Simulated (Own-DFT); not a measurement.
GaP (zincblende, atoms displaced) (calculated)

Computed with Own-DFT development build. A calculation, not a measurement: plane-wave PBE density functional theory by an unreviewed code, no spin, of a simulated periodic cell, stress positive in tension, free energy of the whole cell less one offset for each atom, forces on such cells passed a denser k mesh, this cell's mesh not checked; offsets are fitted by least squares, one for each functional and potential file, so energies compare only between cells with the same atoms and settings and are not formation energies; the far tail of each file's local potential was reset to the Coulomb form; each entry is a single point on an unrelaxed cell, so the pressure reflects the starting lattice, mostly measured values (interpolated for alloys), from which strain is counted, and rises with the displacements; printed positions are rounded, which can move forces by about a meV/angstrom; the program, named Own-DFT, is a retired in-house code; no spin-orbit coupling.

Common to all runs: functional PBE; potential files PseudoDojo norm-conserving, scalar-relativistic, standard set; wave cutoff 42 hartree; occupations Fermi-Dirac; smearing width 0.1 eV; hardware one NVIDIA H200; k mesh 2 x 3 x 3 centred on Gamma.

(1) GaP (zincblende, atoms displaced)

```
GaP
1.0
     16.3515     0.0000     0.0000
      0.0000    10.9010     0.0000
      0.0000     0.0000    10.9010
Ga P Ga P Ga P Ga P Ga P Ga P Ga P Ga P Ga P Ga P Ga P Ga P
4 4 4 4 4 4 4 4 4 4 4 4 4 4 4 4 4 4 4 4 4 4 4 4
Direct
  0.99864 0.99997 0.99928
  0.99785 0.25091 0.25013
  0.16716 0.99651 0.24775
  0.16706 0.25122 0.00268
  0.08300 0.12350 0.12348
  0.08218 0.37131 0.37309
  0.24956 0.12407 0.37193
  0.24828 0.37481 0.12447
  0.00042 0.99754 0.49918
  0.00136 0.25266 0.75037
  0.16558 0.99964 0.74925
  0.16672 0.25184 0.49735
  0.08517 0.12476 0.62806
  0.08271 0.37476 0.87626
  0.25034 0.12462 0.87867
  0.24935 0.37307 0.62261
  0.00021 0.50070 0.99893
  0.99993 0.75355 0.24760
  0.16724 0.49878 0.25072
  0.16733 0.74939 0.99956
  0.08221 0.62175 0.12355
  0.08290 0.87666 0.37371
  0.25048 0.62252 0.37389
  0.25035 0.87653 0.12694
  0.00204 0.49784 0.50016
  0.99851 0.75153 0.75078
  0.16573 0.50345 0.74932
  0.16691 0.75109 0.49891
  0.08277 0.62615 0.62464
  0.08347 0.87361 0.87442
  0.25036 0.62696 0.87621
  0.25132 0.87152 0.62499
  0.33103 0.00102 0.99994
  0.33340 0.24963 0.24938
  0.49989 0.99895 0.25046
  0.50035 0.25081 0.00063
  0.41641 0.12657 0.12393
  0.41644 0.37623 0.37370
  0.58458 0.12312 0.37482
  0.58198 0.37441 0.12369
  0.33417 0.99814 0.49885
  0.33314 0.24755 0.74927
  0.49872 0.99961 0.74782
  0.50130 0.25225 0.49904
  0.41665 0.12558 0.62565
  0.41822 0.37476 0.87692
  0.58382 0.12566 0.87461
  0.58230 0.37432 0.62620
  0.33277 0.50244 0.00208
  0.33405 0.75246 0.25219
  0.49710 0.50071 0.25291
  0.49970 0.74772 0.99913
  0.41673 0.62822 0.12868
  0.41560 0.87837 0.37656
  0.58442 0.62616 0.37631
  0.58197 0.87721 0.12747
  0.33443 0.49952 0.50040
  0.33200 0.75091 0.75382
  0.49975 0.50140 0.75223
  0.49709 0.75133 0.50191
  0.41537 0.62298 0.62358
  0.41482 0.87545 0.87733
  0.58447 0.62674 0.87678
  0.58378 0.87640 0.62287
  0.66756 0.99846 0.99684
  0.66628 0.25100 0.24978
  0.83460 0.00162 0.24970
  0.83271 0.25116 0.99950
  0.75050 0.12467 0.12929
  0.74930 0.37575 0.37517
  0.91943 0.12489 0.37203
  0.91575 0.37487 0.12525
  0.66596 0.00094 0.50056
  0.66725 0.25063 0.75383
  0.83165 0.00020 0.75093
  0.83169 0.24847 0.49844
  0.75152 0.12367 0.62665
  0.75090 0.37174 0.87443
  0.91645 0.12848 0.87856
  0.91745 0.37579 0.62541
  0.66653 0.50107 0.00109
  0.66825 0.74751 0.24907
  0.83186 0.49930 0.24889
  0.83398 0.75028 0.00199
  0.74871 0.62358 0.12245
  0.74995 0.87741 0.37747
  0.91740 0.62924 0.37498
  0.91604 0.87502 0.12531
  0.66887 0.50055 0.50256
  0.66486 0.75253 0.75056
  0.83309 0.49817 0.74868
  0.83370 0.75242 0.49949
  0.74845 0.62403 0.62694
  0.75054 0.87369 0.87372
  0.91670 0.62525 0.87648
  0.91657 0.87445 0.62902
```

* free energy of cell above offsets: -53.643 eV
* pressure: 2.71 GPa
* stress xx: -2.71 GPa
* stress yy: -2.71 GPa
* stress zz: -2.71 GPa
* stress yz: 0.06 GPa
* stress xz: -0.11 GPa
* stress xy: 0.11 GPa
* wall time: 887.8 s

Force:
```csv
element,x (eV/Å),y (eV/Å),z (eV/Å)
Ga,0.175,-0.033,-0.06
Ga,0.375,-0.168,-0.472
Ga,-0.265,0.524,0.142
Ga,-0.267,-0.236,-0.276
P,-0.062,0.127,0.253
P,0.157,0.414,0.043
P,0.049,-0.052,0.295
P,0.449,0.144,0.186
Ga,-0.025,0.328,0.407
Ga,-0.203,-0.316,0.03
Ga,0.477,-0.158,0.222
Ga,-0.033,-0.486,0.087
P,-0.367,0.163,-0.582
P,0.377,0.203,-0.077
P,-0.355,0.149,-0.534
P,0.108,0.342,0.368
Ga,-0.238,-0.238,0.075
Ga,0.138,-0.413,0.08
Ga,-0.298,0.006,-0.072
Ga,-0.193,0.079,0.3
P,0.309,0.468,0.295
P,0.223,-0.279,0.029
P,-0.015,0.308,0.156
P,0.033,-0.475,-0.308
Ga,-0.284,0.279,-0.18
Ga,0.243,-0.314,0.085
Ga,0.151,-0.348,0.075
Ga,-0.034,-0.214,-0.083
P,-0.017,0.137,-0.043
P,-0.085,0.138,0.146
P,-0.104,-0.356,-0.07
P,-0.245,0.472,-0.014
Ga,0.374,-0.028,0.276
Ga,-0.083,0.078,-0.063
Ga,-0.154,0.376,-0.012
Ga,0.037,-0.252,-0.116
P,0.079,-0.267,0.1
P,-0.13,-0.363,0.246
P,-0.301,0.343,-0.003
P,0.102,0.337,0.367
Ga,-0.412,0.486,0.327
Ga,-0.034,0.276,0.253
Ga,0.171,-0.007,0.312
Ga,-0.141,-0.294,-0.042
P,0.013,-0.008,-0.405
P,-0.522,0.152,-0.152
P,-0.22,-0.24,0.045
P,0.381,0.21,0.102
Ga,0.192,-0.185,0.002
Ga,-0.207,-0.075,0.017
Ga,0.677,0.148,-0.223
Ga,0.023,0.419,0.299
P,-0.118,-0.217,-0.283
P,0.325,-0.381,-0.201
P,-0.27,-0.121,0.082
P,0.377,-0.464,-0.448
Ga,-0.316,-0.184,-0.099
Ga,0.349,-0.18,-0.339
Ga,0.074,-0.035,-0.136
Ga,0.382,-0.135,-0.218
P,0.084,0.359,0.575
P,0.321,0.015,-0.156
P,-0.184,-0.153,-0.226
P,-0.343,-0.14,0.244
Ga,-0.113,0.189,0.477
Ga,-0.085,-0.029,0.003
Ga,-0.11,-0.186,0.247
Ga,-0.046,-0.225,0.464
P,-0.141,0.067,-0.649
P,0.027,-0.073,0.007
P,-0.483,-0.101,0.595
P,0.048,0.209,-0.141
Ga,0.277,0.091,0.06
Ga,-0.145,-0.176,-0.534
Ga,0.536,0.15,0.234
Ga,0.461,0.038,0.037
P,-0.478,0.243,-0.154
P,-0.176,0.657,0.217
P,0.001,-0.324,-0.581
P,-0.152,-0.244,-0.287
Ga,-0.051,-0.475,-0.284
Ga,-0.239,0.429,0.159
Ga,0.3,0.278,0.212
Ga,-0.119,-0.112,-0.194
P,0.359,0.172,0.233
P,0.075,-0.159,-0.388
P,-0.045,-0.52,-0.084
P,-0.01,0.175,-0.118
Ga,-0.546,-0.132,-0.111
Ga,0.155,-0.16,-0.146
Ga,0.062,0.211,0.207
Ga,-0.131,-0.211,0.286
P,0.394,0.418,0.021
P,-0.006,-0.061,0.209
P,-0.192,-0.089,-0.201
P,-0.126,0.291,-0.42
```

(2) GaP (zincblende, atoms displaced)

```
GaP
1.0
     16.3515     0.0000     0.0000
      0.0000    10.9010     0.0000
      0.0000     0.0000    10.9010
Ga P Ga P Ga P Ga P Ga P Ga P Ga P Ga P Ga P Ga P Ga P Ga P
4 4 4 4 4 4 4 4 4 4 4 4 4 4 4 4 4 4 4 4 4 4 4 4
Direct
  0.00153 0.00149 0.99802
  0.00062 0.24972 0.25222
  0.16689 0.00207 0.25144
  0.16789 0.25042 0.99850
  0.08214 0.12803 0.12281
  0.08296 0.37569 0.37168
  0.24823 0.12697 0.37812
  0.25040 0.37899 0.12546
  0.00184 0.00074 0.50021
  0.99933 0.25122 0.74926
  0.16622 0.99772 0.75089
  0.16768 0.25006 0.49784
  0.08434 0.12379 0.62301
  0.08325 0.37547 0.87364
  0.25020 0.12125 0.87724
  0.25000 0.37353 0.62514
  0.99970 0.49624 0.99812
  0.99867 0.75181 0.25040
  0.16632 0.49989 0.24967
  0.16486 0.74980 0.00067
  0.08462 0.62282 0.12291
  0.08254 0.87415 0.37431
  0.24897 0.62525 0.37307
  0.25186 0.87679 0.12498
  0.00078 0.50223 0.49983
  0.99909 0.74711 0.75269
  0.16787 0.49667 0.75069
  0.16434 0.75134 0.50078
  0.08391 0.62591 0.62536
  0.08249 0.87372 0.87331
  0.24970 0.62594 0.87742
  0.25141 0.87808 0.62352
  0.33147 0.00095 0.00103
  0.33360 0.25056 0.25058
  0.50101 0.00098 0.25140
  0.50003 0.24933 0.00215
  0.41779 0.12315 0.12656
  0.41882 0.37315 0.37928
  0.58446 0.12446 0.37566
  0.58471 0.37441 0.12379
  0.33401 0.99937 0.50093
  0.33270 0.24783 0.75013
  0.49878 0.99940 0.74878
  0.49894 0.24915 0.50061
  0.41735 0.12521 0.62615
  0.41525 0.37649 0.87174
  0.58529 0.12681 0.87288
  0.58523 0.37354 0.62339
  0.33470 0.50261 0.99814
  0.33303 0.75271 0.24794
  0.50129 0.49883 0.24813
  0.50081 0.74809 0.99824
  0.41647 0.62456 0.12200
  0.41707 0.87399 0.37551
  0.58098 0.62612 0.37256
  0.58354 0.87634 0.12400
  0.33091 0.49843 0.49861
  0.33462 0.75125 0.74900
  0.50018 0.50211 0.75241
  0.49870 0.75076 0.49908
  0.41599 0.62662 0.62547
  0.41714 0.87404 0.87465
  0.58403 0.62726 0.87700
  0.58279 0.87740 0.62468
  0.66653 0.99733 0.00216
  0.66658 0.24835 0.25131
  0.83222 0.99883 0.25060
  0.83528 0.25057 0.99820
  0.74865 0.12207 0.12327
  0.74929 0.37468 0.37473
  0.91558 0.12337 0.37654
  0.91459 0.37686 0.12684
  0.66615 0.99936 0.49883
  0.66495 0.25227 0.74897
  0.83455 0.99925 0.74964
  0.83424 0.25146 0.49957
  0.75084 0.12542 0.62546
  0.74979 0.37411 0.87387
  0.91620 0.12742 0.87735
  0.91782 0.37497 0.62743
  0.66744 0.49731 0.99613
  0.66728 0.74555 0.25500
  0.83166 0.49900 0.25052
  0.83379 0.75270 0.00135
  0.74951 0.62614 0.12602
  0.75113 0.87224 0.37487
  0.91606 0.62088 0.37522
  0.91773 0.87853 0.12842
  0.66640 0.50304 0.50162
  0.66458 0.74777 0.74945
  0.83428 0.50101 0.75135
  0.83354 0.74656 0.50038
  0.74975 0.62092 0.62391
  0.75035 0.87719 0.87231
  0.91698 0.62522 0.87301
  0.91639 0.87406 0.62222
```

* free energy of cell above offsets: -53.625 eV
* pressure: 2.71 GPa
* stress xx: -2.71 GPa
* stress yy: -2.7 GPa
* stress zz: -2.71 GPa
* stress yz: 0.08 GPa
* stress xz: 0.09 GPa
* stress xy: -0.09 GPa
* wall time: 918.3 s

Force:
```csv
element,x (eV/Å),y (eV/Å),z (eV/Å)
Ga,-0.215,-0.062,0.156
Ga,-0.474,-0.055,-0.241
Ga,-0.145,-0.037,-0.238
Ga,-0.021,0.178,0.195
P,0.376,-0.199,0.226
P,0.117,0.006,0.526
P,0.639,-0.323,-0.427
P,0.189,-0.392,-0.193
Ga,-0.315,-0.165,-0.082
Ga,0.272,-0.373,0.051
Ga,0.089,0.134,-0.196
Ga,-0.466,0.317,0.258
P,-0.028,0.301,0.382
P,0.108,-0.321,0.021
P,-0.199,0.412,-0.376
P,-0.045,-0.096,-0.022
Ga,-0.092,0.319,0.21
Ga,0.167,-0.545,-0.091
Ga,0.044,0.093,-0.064
Ga,0.318,0.176,0.024
P,-0.61,0.203,0.247
P,0.132,0.187,-0.062
P,0.039,0.198,0.166
P,-0.706,-0.083,0.025
Ga,0.039,-0.315,0.114
Ga,0.041,0.339,-0.593
Ga,-0.035,0.479,-0.036
Ga,0.466,0.007,-0.062
P,0.038,-0.209,0.228
P,0.027,0.029,0.195
P,0.006,0.114,-0.467
P,-0.335,-0.47,0.204
Ga,0.716,-0.202,-0.019
Ga,-0.006,0.03,0.032
Ga,0.034,-0.23,-0.036
Ga,-0.037,0.061,-0.435
P,-0.316,0.189,-0.073
P,-0.39,0.363,-0.594
P,-0.297,0.108,0.062
P,-0.051,-0.015,0.09
Ga,0.07,0.296,-0.229
Ga,-0.013,0.002,0.047
Ga,0.282,0.166,0.347
Ga,0.48,-0.15,0.18
P,-0.213,-0.061,-0.137
P,0.238,-0.312,0.419
P,-0.452,-0.346,0.331
P,-0.607,0.458,0.086
Ga,-0.238,-0.248,0.021
Ga,0.179,-0.376,0.149
Ga,-0.312,-0.082,-0.037
Ga,-0.126,0.417,0.335
P,0.2,0.125,0.443
P,-0.149,0.277,-0.22
P,0.145,-0.253,0.517
P,-0.071,-0.552,0.41
Ga,0.352,0.25,0.103
Ga,-0.363,-0.045,0.143
Ga,0.153,-0.129,-0.416
Ga,0.177,-0.039,0.252
P,0.045,-0.374,-0.231
P,-0.117,0.226,0.194
P,0.004,-0.475,-0.194
P,-0.006,-0.398,-0.108
Ga,-0.029,0.217,-0.535
Ga,0.145,0.025,-0.241
Ga,-0.053,0.22,-0.008
Ga,-0.558,0.052,0.467
P,0.386,0.418,0.18
P,-0.064,0.069,0.162
P,0.223,0.134,-0.145
P,0.385,-0.305,-0.117
Ga,0.427,-0.001,0.163
Ga,0.49,-0.287,-0.072
Ga,0.014,0.213,-0.115
Ga,-0.123,-0.045,0.175
P,-0.137,0.035,-0.087
P,0.261,-0.012,-0.094
P,0.304,-0.393,-0.5
P,-0.142,0.258,-0.416
Ga,0.08,0.318,0.41
Ga,-0.138,0.56,-0.572
Ga,-0.095,0.136,-0.049
Ga,-0.01,0.009,-0.055
P,0.038,-0.225,-0.293
P,-0.194,0.074,0.228
P,0.062,0.389,-0.147
P,-0.029,-0.142,-0.537
Ga,-0.225,-0.351,-0.523
Ga,0.43,0.327,-0.183
Ga,-0.176,-0.243,-0.118
Ga,-0.025,0.057,-0.043
P,0.085,0.538,0.369
P,-0.132,-0.428,0.198
P,-0.195,-0.082,0.654
P,0.267,-0.065,0.331
```
